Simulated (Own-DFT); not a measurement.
# Computed records: SiC (2H silicon carbide, strained, atoms displaced)

Computed with Own-DFT development build. A calculation, not a measurement: plane-wave PBE density functional theory by an unreviewed code, no spin, of a simulated periodic cell, stress positive in tension, free energy of the whole cell less one offset for each atom, forces on such cells passed a denser k mesh, this cell's mesh not checked; offsets are fitted by least squares, one for each functional and potential file, so energies compare only between cells with the same atoms and settings and are not formation energies; the far tail of each file's local potential was reset to the Coulomb form; each entry is a single point on an unrelaxed cell, so the pressure reflects the starting lattice, mostly measured values (interpolated for alloys), from which strain is counted, and rises with the displacements; printed positions are rounded, which can move forces by about a meV/angstrom; the program, named Own-DFT, is a retired in-house code; no spin-orbit coupling.

Common to all runs: functional PBE; potential files PseudoDojo norm-conserving, scalar-relativistic, standard set; wave cutoff 42 hartree; occupations Fermi-Dirac; smearing width 0.1 eV; hardware one NVIDIA H100; k mesh 5 x 5 x 3 centred on Gamma.

(1) 
```xyz
32
Lattice="6.0821 -0.0804 0.0864 -3.1107 5.3551 0.0331 0.1410 0.1438 10.0499" Properties=species:S:1:pos:R:3:force_x:R:1:force_y:R:1:force_z:R:1 formula=SiC free_energy_of_cell_above_offsets=-2.323 pressure=10.26 stress_xx=-14.3 stress_yy=-7.4 stress_zz=-9.07 stress_yz=5.5 stress_xz=4.44 stress_xy=-8.46 wall_time=119.3
Si     0.1464     0.1584    10.0403      0.526      0.818          1
Si     0.0337     1.7423     2.5579      0.536      2.165     -0.326
C      0.0750     0.0644     1.9183     -0.037     -1.362     -0.777
C      0.1055     1.8246     4.4164     -2.072      -0.14      0.285
Si     3.0422     5.3454     5.1690      0.546     -0.322     -1.255
Si     0.0881     1.8970     7.5474     -1.033     -1.118      0.441
C      0.1054     0.1118     6.8452     -0.057     -0.144      2.615
C      0.0662     1.9418     9.4551     -0.098     -0.543     -0.874
Si     4.5896     2.7435    10.0919      1.726       0.46      1.899
Si    -1.4537     4.5755     2.5936     -4.268     -4.028      0.554
C     -1.4198     2.6753     1.9013     -1.764      0.982     -0.174
C     -1.4570     4.4864     4.4474     -1.138      1.986     -0.141
Si    -1.4680     2.8100     5.0286      0.139     -2.138      0.556
Si    -1.4409     4.6276     7.6601     -2.074     -1.419     -1.916
C     -1.4214     2.7989     6.9688     -0.281      0.916     -0.729
C     -1.3875     4.6744     9.4664     -2.381     -1.932      0.617
Si    -0.0616     5.2271     0.1000      1.285      2.368        0.8
Si     3.0819     1.7593     2.6102     -0.126       1.18     -2.118
C     -0.0443     5.2796     2.0322      2.687      3.395       -2.5
C      3.0108     1.8154     4.4111      1.544       1.32      1.471
Si     3.0856     0.1412     5.0402      0.379     -2.206      1.473
Si     3.1405     1.8921     7.6346     -0.838     -1.205     -0.774
C      3.0363     0.1006     6.9485      3.602      1.158     -0.481
C      3.1849     1.8129     9.4848     -2.137      0.427      0.563
Si     1.5467     2.7716    10.1067      2.066      0.286      0.642
Si     1.4660     4.5373     2.6428      1.787      -2.68     -0.179
C      1.5322     2.6905     1.9540       0.43       0.12      0.034
C      1.5097     4.4591     4.5181     -0.096      2.284     -0.351
Si     1.5291     2.7517     5.0451      0.457     -1.037      1.091
Si     1.5639     4.5247     7.6380      -0.79      0.059     -1.157
C      1.5540     2.6903     6.9541      1.864      2.082      0.029
C      1.6258     4.6010     9.5227     -0.383     -1.731     -0.319
```

Units: free_energy_of_cell_above_offsets in eV; pressure, stress_xx, stress_yy, stress_zz, stress_yz, stress_xz, stress_xy in GPa; wall_time in s; force_x, force_y, force_z in eV/Å.

(2) 
```xyz
32
Lattice="6.0466 0.1096 0.0308 -2.9284 5.2004 -0.0752 0.0502 -0.1129 10.1520" Properties=species:S:1:pos:R:3:force_x:R:1:force_y:R:1:force_z:R:1 formula=SiC free_energy_of_cell_above_offsets=-1.907 pressure=12.03 stress_xx=-17.77 stress_yy=-15.19 stress_zz=-3.12 stress_yz=-4.12 stress_xz=0.81 stress_xy=9.22 wall_time=121.9
Si     6.0029     0.1362     0.0993      0.141     -1.075     -1.554
Si     0.0632     1.8202     2.4820      0.313     -2.618      1.735
C      6.0285     0.0990     1.9674      0.735      0.622     -0.545
C      0.0093     1.6532     4.4105      1.596      1.549      0.079
Si     6.0618     0.0671     5.0971      0.588     -0.971      0.108
Si     0.0254     1.6724     7.4816     -0.051     -0.121      1.603
C      3.1050     5.1791     6.9257      0.257      1.192     -0.578
C      0.0555     1.5562     9.4329      1.225      1.708      0.434
Si    -1.3642     2.5190    10.1100     -0.344      -1.03     -0.127
Si    -1.4365     4.3228     2.4523      0.897      0.786      0.973
C     -1.4165     2.5898     1.9325     -2.149      0.015      -2.21
C     -1.3726     4.2803     4.3362     -0.907      0.039      0.397
Si     4.5803     2.6231     5.0743       0.06       1.32     -0.782
Si    -1.4050     4.3192     7.5600      0.972      0.026     -0.868
C      4.5418     2.7053     6.8965      0.913     -0.723      1.696
C     -1.2980     4.2718     9.4222     -4.206     -1.843      0.121
Si     0.0435     5.0534    10.0897      5.043      2.461      0.842
Si     3.0754     1.7040     2.5567      0.353       1.82      0.561
C      0.1638     5.2223     1.8515     -1.425     -1.118     -0.546
C      3.0321     1.8497     4.4817      1.161     -2.614     -1.519
Si     0.1041     5.1781     4.9498     -0.644      1.668      1.792
Si     3.0465     1.8044     7.6368      2.392       -2.2     -0.394
C      3.1124     0.0043     7.0013     -1.708      0.168     -0.604
C      3.1184     1.6782     9.4823      2.441     -1.106      0.403
Si     1.7185     2.6045     0.0105     -4.418      1.031     -0.388
Si     1.6592     4.3769     2.5208      -0.69     -1.021     -0.732
C      1.5751     2.5528     1.8645      1.313      1.577       0.35
C      1.6049     4.3918     4.3679      0.898      -0.53      0.204
Si     1.6051     2.6765     5.0898     -2.158     -0.585      0.047
Si     1.6095     4.2565     7.5777      0.235       3.16      1.623
C      1.6316     2.6274     7.0081     -2.743     -2.104     -2.315
C      1.6577     4.2283     9.4979     -0.088      0.518      0.193
```

Units: free_energy_of_cell_above_offsets in eV; pressure, stress_xx, stress_yy, stress_zz, stress_yz, stress_xz, stress_xy in GPa; wall_time in s; force_x, force_y, force_z in eV/Å.

(3) 
```xyz
32
Lattice="6.2125 -0.0608 0.0350 -3.1589 5.3308 0.0781 0.0572 0.1803 10.2036" Properties=species:S:1:pos:R:3:force_x:R:1:force_y:R:1:force_z:R:1 formula=SiC free_energy_of_cell_above_offsets=-2.250 pressure=3.29 stress_xx=-1.52 stress_yy=-8.4 stress_zz=0.06 stress_yz=7.24 stress_xz=4.31 stress_xy=-6.75 wall_time=120.9
Si     3.0207     5.2620     0.1588      1.057      -1.45     -0.841
Si     0.1299     1.7973     2.5710     -5.071      -0.28      1.666
C     -0.0178     0.1090     1.9087      0.611     -1.437      0.013
C     -0.0291     1.8790     4.4773      1.895     -1.079      0.025
Si     3.0398     5.3517     5.2047      1.499     -0.009     -0.087
Si     0.0615     1.9293     7.6926     -1.726     -1.063     -0.114
C      3.0443     5.3700     7.1281      2.098       1.56     -0.835
C      0.0167     1.8323     9.5876      0.177      2.786       0.11
Si    -1.5186     2.6835     0.0915      -1.33     -0.527     -2.138
Si    -1.5766     4.4950     2.6586     -0.983      0.037     -1.279
C      4.5725     2.7259     1.9264      1.615     -0.802       1.69
C     -1.6127     4.4899     4.4653      0.817      0.918      2.179
Si     4.6816     2.6328     5.0670     -0.814      2.018       1.86
Si    -1.5392     4.6008     7.6696     -1.163     -0.612      1.026
C     -1.5479     2.8170     7.0730       1.75      0.115     -1.364
C     -1.5557     4.5965     9.6215       0.28      0.412     -0.242
Si     3.1876     0.1724    10.1211      -0.95     -1.378      1.599
Si     3.0733     1.8681     2.5296        0.4     -2.016       1.28
C      3.0471     0.0177     1.9569      2.251      0.747     -1.101
C      3.0675     1.8267     4.5695      1.002      1.096     -2.064
Si     3.1911     0.1721     5.1508     -0.851     -4.139     -0.797
Si     3.1949     1.9246     7.7020     -1.537     -0.999      0.305
C      3.1093     0.1319     7.0161      1.693      0.351       0.26
C      3.1096     1.8769     9.5787      0.699      2.008       0.57
Si     1.5437     2.7911    10.2305      0.556      -0.32     -0.066
Si     1.5427     4.4660     2.6128     -1.418      0.036      1.171
C      1.4897     2.6346     2.0122       2.84      2.926     -2.493
C      1.6199     4.3894     4.5895     -1.884      2.207     -1.011
Si     1.6305     2.7192     5.2783     -1.942     -0.491      -1.96
Si     1.5935     4.5387     7.7025     -2.072     -0.075      0.603
C      1.5576     2.7678     7.0802      1.053      0.059      1.109
C      1.5799     4.5830     9.5973      -0.55     -0.602      0.924
```

Units: free_energy_of_cell_above_offsets in eV; pressure, stress_xx, stress_yy, stress_zz, stress_yz, stress_xz, stress_xy in GPa; wall_time in s; force_x, force_y, force_z in eV/Å.

(4) 
```xyz
32
Lattice="6.0716 -0.0868 -0.0533 -3.1110 5.4027 -0.0635 -0.0870 -0.1699 10.2189" Properties=species:S:1:pos:R:3:force_x:R:1:force_y:R:1:force_z:R:1 formula=SiC free_energy_of_cell_above_offsets=-2.096 pressure=4.81 stress_xx=-12 stress_yy=-2.81 stress_zz=0.4 stress_yz=-6.19 stress_xz=-2.6 stress_xy=-5.9 wall_time=119.7
Si     2.8730     5.0632    10.0914      0.994      2.209      0.609
Si    -0.0563     1.7378     2.4705     -0.789      0.551      1.828
C     -0.0163     0.0604     1.8888      0.091     -3.469     -0.007
C     -0.0563     1.7238     4.4157     -0.835     -0.438      0.604
Si    -0.0387    -0.0823     5.1321      0.556      0.419     -0.712
Si    -0.0437     1.5982     7.5981     -0.954      2.122      0.787
C     -3.1466     5.2722     6.9994     -0.723     -0.483     -0.764
C     -0.1086     1.5849     9.5053     -0.928      0.011      0.602
Si    -1.5494     2.7723     0.0370      -0.09     -1.519      -1.28
Si    -1.6124     4.4468     2.5551      0.814       1.17     -2.563
C      4.4724     2.5668     1.8737      0.933      1.344     -0.516
C     -1.5810     4.4547     4.3545     -1.323     -0.783      1.923
Si    -1.5823     2.6408     5.0879     -0.366      0.367     -0.938
Si    -1.6800     4.3268     7.6018      1.303      1.509      1.472
C      4.3884     2.5966     6.8946      1.782     -3.021      0.253
C     -1.6002     4.3564     9.6098     -1.452      -1.03     -1.931
Si     0.0390     5.3125    -0.0872     -4.104      4.155      1.536
Si     2.9873     1.7883     2.5339      0.124     -3.428     -0.342
C     -0.0701     5.3273     1.7712      0.409     -0.389       1.72
C      2.9452     1.6938     4.3954     -0.271      0.925      0.739
Si     2.9862    -0.0511     5.0505      0.569     -0.328      0.704
Si     2.9732     1.6149     7.6405      0.685     -0.862      -0.41
C     -0.1693     5.2216     6.9614      1.306      0.041     -0.596
C      2.9748     1.5791     9.4762     -0.865      0.656      1.675
Si     1.3824     2.7117    -0.0548      2.322     -2.236     -0.191
Si     1.4916     4.3093     2.4263     -1.391      2.249       0.54
C      1.4672     2.5045     1.8668     -0.048      2.567     -1.112
C      1.4029     4.4611     4.3635     -0.102      -1.91      0.336
Si     1.3685     2.5947     5.1320      1.883      0.816     -2.206
Si     1.4228     4.2601     7.5979     -1.408      0.734     -0.364
C      1.5242     2.4828     6.9495     -2.086      0.771      1.092
C      1.2879     4.3042     9.5481      3.965      -2.72     -2.485
```

Units: free_energy_of_cell_above_offsets in eV; pressure, stress_xx, stress_yy, stress_zz, stress_yz, stress_xz, stress_xy in GPa; wall_time in s; force_x, force_y, force_z in eV/Å.

(5) 
```xyz
32
Lattice="6.2663 0.1154 -0.0243 -3.0332 5.2841 -0.0845 -0.0396 -0.1821 10.1061" Properties=species:S:1:pos:R:3:force_x:R:1:force_y:R:1:force_z:R:1 formula=SiC free_energy_of_cell_above_offsets=-2.231 pressure=0.95 stress_xx=5.83 stress_yy=-3.68 stress_zz=-5.01 stress_yz=-4.95 stress_xz=-1.02 stress_xy=6.86 wall_time=119.7
Si     6.1936    -0.0244    10.0600      0.175     -1.001     -0.754
Si     0.0264     1.7513     2.3414     -0.338      0.071      2.189
C      3.1566     5.3475     1.7829      2.268      0.344     -0.999
C      0.0682     1.7205     4.2992      -0.18      0.801      1.153
Si    -0.0106    -0.0115     5.1114     -0.035     -0.512     -1.905
Si    -0.0193     1.6485     7.4515       1.28      0.701      2.303
C      0.0725    -0.0711     6.9630     -2.015     -1.775     -0.188
C     -0.0022     1.6474     9.4237      0.908     -0.636     -0.044
Si    -1.5543     2.4971     9.9230     -0.019     -0.615      2.181
Si    -1.5050     4.3221     2.5605      0.283      1.755     -3.042
C      4.7198     2.7536     1.8019      0.419     -0.139     -0.933
C     -1.4817     4.3644     4.3196      -0.29      0.308      3.009
Si    -1.5001     2.6336     5.0447     -0.099     -1.669     -0.912
Si    -1.5008     4.3059     7.4985      1.151      1.073     -0.838
C      4.6912     2.6395     6.9962      0.671      0.518     -2.913
C     -1.5358     4.1967     9.2890     -0.088      2.392      2.643
Si     0.0384     5.3277    -0.0518      0.649      0.344     -1.022
Si     3.2131     1.8665     2.4806     -0.685     -0.859     -0.103
C      3.0981     0.0815     1.9534      -0.23     -1.263     -1.152
C      3.1834     1.7245     4.3455      0.575      1.677      0.951
Si     3.1367    -0.0175     5.0747     -0.336      0.141     -0.837
Si     3.1800     1.7506     7.5061     -1.436     -1.263      1.097
C      3.1328    -0.0226     6.9344      0.264     -1.428      0.672
C      3.1946     1.6983     9.4262     -1.406     -1.066      0.011
Si     1.6501     2.7225     0.0207     -0.069     -1.198     -2.932
Si     1.6889     4.4929     2.3237     -2.298     -0.967      2.398
C      1.5980     2.6362     1.7990      0.457      0.927      1.561
C      1.6248     4.4370     4.3546      1.458      0.627     -1.037
Si     1.6760     2.7027     4.9214     -1.114      -1.88      0.756
Si     1.6321     4.2340     7.5772     -0.329      2.044     -2.607
C      1.5746     2.5237     6.9006      0.299      0.599     -1.205
C      1.5886     4.2166     9.3550      0.109      1.948      2.501
```

Units: free_energy_of_cell_above_offsets in eV; pressure, stress_xx, stress_yy, stress_zz, stress_yz, stress_xz, stress_xy in GPa; wall_time in s; force_x, force_y, force_z in eV/Å.

(6) 
```xyz
32
Lattice="6.2479 -0.0815 0.0023 -3.1945 5.4037 0.0812 0.0037 0.1553 9.9952" Properties=species:S:1:pos:R:3:force_x:R:1:force_y:R:1:force_z:R:1 formula=SiC free_energy_of_cell_above_offsets=-1.072 pressure=4.33 stress_xx=3.08 stress_yy=-4.39 stress_zz=-11.66 stress_yz=6.35 stress_xz=-2.76 stress_xy=-3.15 wall_time=118.3
Si     6.1785     0.1465     9.9065      1.349     -4.052      2.185
Si    -0.1091     1.8291     2.5485      2.644     -0.861     -2.036
C     -3.0102     5.4154     1.9873     -6.315      2.464     -2.343
C     -0.0250     1.8262     4.2812     -0.119      0.227      4.649
Si     2.9980     5.3375     5.0797      1.638      1.337      0.531
Si    -0.0710     1.9367     7.4755      0.656     -1.102      1.035
C      0.0422     0.1390     6.9592     -2.177     -0.464     -1.558
C     -0.0029     1.8755     9.4462     -1.329      3.927     -1.689
Si    -1.5657     2.9580    10.0169     -0.498     -2.063      0.466
Si    -1.7021     4.5316     2.5426      4.545     -2.318      2.379
C      4.6502     2.5834     1.9680      -0.46      1.952     -2.013
C     -1.5559     4.5488     4.5423     -2.404      0.208     -2.137
Si     4.6443     2.6985     5.0438      0.879     -0.753     -1.455
Si    -1.6650     4.6649     7.5923      1.278     -0.804     -1.455
C     -1.5296     2.8560     6.8687     -2.096     -0.218      1.547
C     -1.6319     4.6862     9.4130      0.253      0.475      0.995
Si     3.1753     0.1417     9.9166     -0.273     -0.844      0.825
Si     3.1230     1.7207     2.4737     -1.303      1.135      -0.15
C     -0.0128     5.3852     1.9607      -2.05      0.067     -1.505
C      3.1273     1.8093     4.2796     -0.579      0.506      3.174
Si     3.0536     0.0901     5.0497      1.828     -0.489      -1.15
Si     3.0887     1.8730     7.5643        0.5     -0.034     -2.606
C     -0.0328     5.4483     6.9397     -1.031      1.203      1.606
C      3.1276     1.8943     9.3306     -0.068      0.946      2.956
Si     1.4622     2.6031     0.1455      1.562      0.481     -1.938
Si     1.4245     4.5269     2.5303      3.305     -1.457      1.478
C      1.5249     2.7219     1.9394     -0.214     -0.558      0.702
C      1.4858     4.4606     4.5257     -0.942      2.959     -2.088
Si     1.5572     2.7981     5.0129     -0.802     -3.634      -0.07
Si     1.3998     4.4489     7.5805      2.029      2.615     -0.625
C      1.4844     2.7797     6.9395      1.223     -1.523     -1.106
C      1.5191     4.5131     9.4023      -1.03      0.671      1.394
```

Units: free_energy_of_cell_above_offsets in eV; pressure, stress_xx, stress_yy, stress_zz, stress_yz, stress_xz, stress_xy in GPa; wall_time in s; force_x, force_y, force_z in eV/Å.
